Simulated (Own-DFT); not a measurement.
# One host, several defects: 2H SiC

Source: density functional calculations with Own-DFT, an unreviewed in-house program that is no longer used. Nothing was measured or relaxed, and spin and spin-orbit coupling are left out.

Method: PBE; PseudoDojo norm-conserving scalar-relativistic files; cutoff 42 hartree; 4 x 4 x 3 k mesh centred on Gamma; Fermi-Dirac smearing of 0.1 eV.

Keep in mind (not all hold for every row): some atoms lie very close together; not probed for a lower state with spin; forces on such cells passed a denser k mesh, each cell not checked; stress not checked against mesh or cutoff.

All runs share one cell, with vectors in Å (9.248, 0.000, 0.000); (-4.624, 8.009, 0.000); (0.000, 0.000, 10.068) and a volume of 745.7 Å³. Atoms were moved at random from their sites; u is the rms move along one axis. The defect's site can differ from row to row.

| cell | formula | u (Å) | P (GPa) |
|---|---|---|---|
| no defect | C36Si36 | 0.0292 | 3.78 |
| no defect | C36Si36 | 0.0311 | 3.81 |
| no defect | C36Si36 | 0.0552 | 5.82 |
| one Si on a C site | C35Si37 | 0.0311 | 10.59 |
| one Si on a C site | C35Si37 | 0.0314 | 10.22 |
| one Si on a C site | C35Si37 | 0.0504 | 12.26 |
| two Al on a Si site each | Al2C36Si34 | 0.0277 | 5.73 |
| two Al on a Si site each | Al2C36Si34 | 0.0298 | 5.90 |
| two Al on a Si site each | Al2C36Si34 | 0.0526 | 7.36 |
| one C on a Si site | C37Si35 | 0.0305 | 1.87 |
| one C on a Si site | C37Si35 | 0.0316 | 2.15 |
| one C on a Si site | C37Si35 | 0.0475 | 3.30 |
| two N on a C site each | C34N2Si36 | 0.0301 | 2.89 |
| two N on a C site each | C34N2Si36 | 0.0312 | 2.92 |
| two N on a C site each | C34N2Si36 | 0.0485 | 4.53 |
| two N on a C site each | C34N2Si36 | 0.0520 | ? |

## Working it out

P = P0 + c u² + a shift for each defect gives P0 = 2.88 GPa, c = 982 ± 59 GPa/Å² and a scatter of 0.18 GPa. The shifts, and each times the cell's volume:

- one Si on a C site: 6.68 ± 0.15 GPa, 31.1 eV
- two Al on a Si site each: 2.01 ± 0.15 GPa, 9.3 eV (4.7 eV for each of its 2 sites)
- two N on a C site each: -0.81 ± 0.15 GPa, -3.8 eV (-1.9 eV for each of its 2 sites)
- one C on a Si site: -1.80 ± 0.15 GPa, -8.4 eV

Against the defect-free cell, a freed cell would be larger where the shift is positive and smaller where it is negative (160.2 GPa Å³ is 1 eV). The atoms around the defects weren't relaxed, which would change these numbers.

## Test on the hidden row

Asked: what pressure belongs in the blank (two N on a C site each, u = 0.0520 Å)?

The fit gives 4.72 ± 0.23 GPa. The calculation gave 4.46 GPa.
